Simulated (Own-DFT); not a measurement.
# One host, several defects: C40 NbSi2

Calculated, not measured: single-point runs of Own-DFT, a retired in-house plane-wave DFT program that no person has reviewed, on unrelaxed cells, without spin or spin-orbit coupling.

Common settings: PBE; PseudoDojo norm-conserving scalar-relativistic files; cutoff 42 hartree; 4 x 4 x 5 k mesh centred on Gamma; cold (Marzari-Vanderbilt) smearing of 0.2 eV.

Known weak points: forces on such cells failed a check on a denser k mesh; stress not checked against mesh or cutoff.

All runs share one cell, with vectors in Å (0.000, 8.324, 0.000); (-9.613, 0.000, 0.000); (0.000, 0.000, 6.586) and a volume of 527.0 Å³. The atoms are randomly displaced, by u rms on each axis. The defect's site can differ from row to row.

| cell | formula | u (Å) | P (GPa) |
|---|---|---|---|
| no defect | Nb12Si24 | 0.0218 | 1.55 |
| no defect | Nb12Si24 | 0.0463 | 2.55 |
| no defect | Nb12Si24 | 0.0579 | 2.92 |
| two Nb vacancies | Nb10Si24 | 0.0266 | -0.27 |
| two Nb vacancies | Nb10Si24 | 0.0431 | 0.44 |
| two Nb vacancies | Nb10Si24 | 0.0464 | 0.42 |
| one Si vacancy | Nb12Si23 | 0.0284 | 0.82 |
| one Si vacancy | Nb12Si23 | 0.0296 | 0.81 |
| one Si vacancy | Nb12Si23 | 0.0574 | 2.55 |
| two Si on a Nb site each | Nb10Si26 | 0.0311 | 1.63 |
| two Si on a Nb site each | Nb10Si26 | 0.0321 | 1.63 |
| two Si on a Nb site each | Nb10Si26 | 0.0530 | 2.13 |
| two Nb on a Si site each | Nb14Si22 | 0.0303 | ? |
| two Nb on a Si site each | Nb14Si22 | 0.0304 | 7.66 |
| two Nb on a Si site each | Nb14Si22 | 0.0463 | 8.29 |
| two Nb on a Si site each | Nb14Si22 | 0.0487 | 8.95 |

## What the rows give

P = P0 + c u² + a shift for each defect gives P0 = 1.25 GPa, c = 549 ± 66 GPa/Å² and a scatter of 0.24 GPa. The shifts, and each times the cell's volume:

- two Nb on a Si site each: 6.06 ± 0.19 GPa, 19.9 eV (10.0 eV for each of its 2 sites)
- two Si on a Nb site each: -0.33 ± 0.19 GPa, -1.1 eV (-0.5 eV for each of its 2 sites) (not resolved)
- one Si vacancy: -0.77 ± 0.19 GPa, -2.5 eV
- two Nb vacancies: -1.91 ± 0.19 GPa, -6.3 eV (-3.1 eV for each of its 2 sites)

Against the defect-free cell, a freed cell would be larger where the shift is positive and smaller where it is negative (160.2 GPa Å³ is 1 eV). The atoms around the defects weren't relaxed, which would change these numbers.

## Prediction

Question: what pressure belongs in the blank (two Nb on a Si site each, u = 0.0303 Å)?

Estimate: 7.81 ± 0.28 GPa. DFT gave 7.65 GPa.
